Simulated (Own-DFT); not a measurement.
# Point defects and the pressure they add: C11b WSi2

Everything here is calculated. The program is Own-DFT (plane waves, in-house, since retired, never reviewed by a person); positions were held fixed, and spin and spin-orbit coupling were off.

Method: PBE; PseudoDojo norm-conserving scalar-relativistic files; cutoff 50 hartree; 5 x 5 x 5 k mesh centred on Gamma; cold (Marzari-Vanderbilt) smearing of 0.2 eV.

Known weak points: forces on such cells failed a check on a denser k mesh; stress not checked against mesh or cutoff.

All runs share one cell, with vectors in Å (-2.148, -5.953, 3.409); (-6.444, 2.976, 1.136); (-2.553, -2.948, -6.757) and a volume of 403.2 Å³. Atoms were moved at random from their sites; u is the rms move along one axis. The defect's site can differ from row to row.

```
cell,formula,u (Å),P (GPa)
no defect,Si20W10,0.0211,4.54
no defect,Si20W10,0.0475,5.63
no defect,Si20W10,0.0505,6.05
one Si vacancy,Si19W10,0.0294,3.20
one Si vacancy,Si19W10,0.0506,4.33
one Si vacancy,Si19W10,0.0566,4.83
one W on a Si site,Si19W11,0.0308,10.04
one W on a Si site,Si19W11,0.0333,9.90
one W on a Si site,Si19W11,0.0489,11.24
one W vacancy,Si20W9,0.0287,3.65
one W vacancy,Si20W9,0.0469,4.67
one W vacancy,Si20W9,0.0512,5.15
one Si on a W site,Si21W9,0.0221,5.78
one Si on a W site,Si21W9,0.0327,6.13
one Si on a W site,Si21W9,0.0489,?
one Si on a W site,Si21W9,0.0530,7.23
```

## Worked fit

P = P0 + c u² + a shift for each defect gives P0 = 4.16 GPa, c = 713 ± 40 GPa/Å² and a scatter of 0.14 GPa. The shifts, and each times the cell's volume:

- one W on a Si site: 5.18 ± 0.11 GPa, 13.0 eV
- one Si on a W site: 1.18 ± 0.11 GPa, 3.0 eV
- one W vacancy: -1.01 ± 0.11 GPa, -2.5 eV
- one Si vacancy: -1.61 ± 0.11 GPa, -4.1 eV

Against the defect-free cell, a freed cell would be larger where the shift is positive and smaller where it is negative (160.2 GPa Å³ is 1 eV). The atoms around the defects weren't relaxed, which would change these numbers.

## The run left out

The question: what pressure belongs in the blank (one Si on a W site, u = 0.0489 Å)?

The fitted form gives 7.05 ± 0.16 GPa. The calculation gave 7.62 GPa. That is outside the usual scatter, by luck or through something left out of the fit.
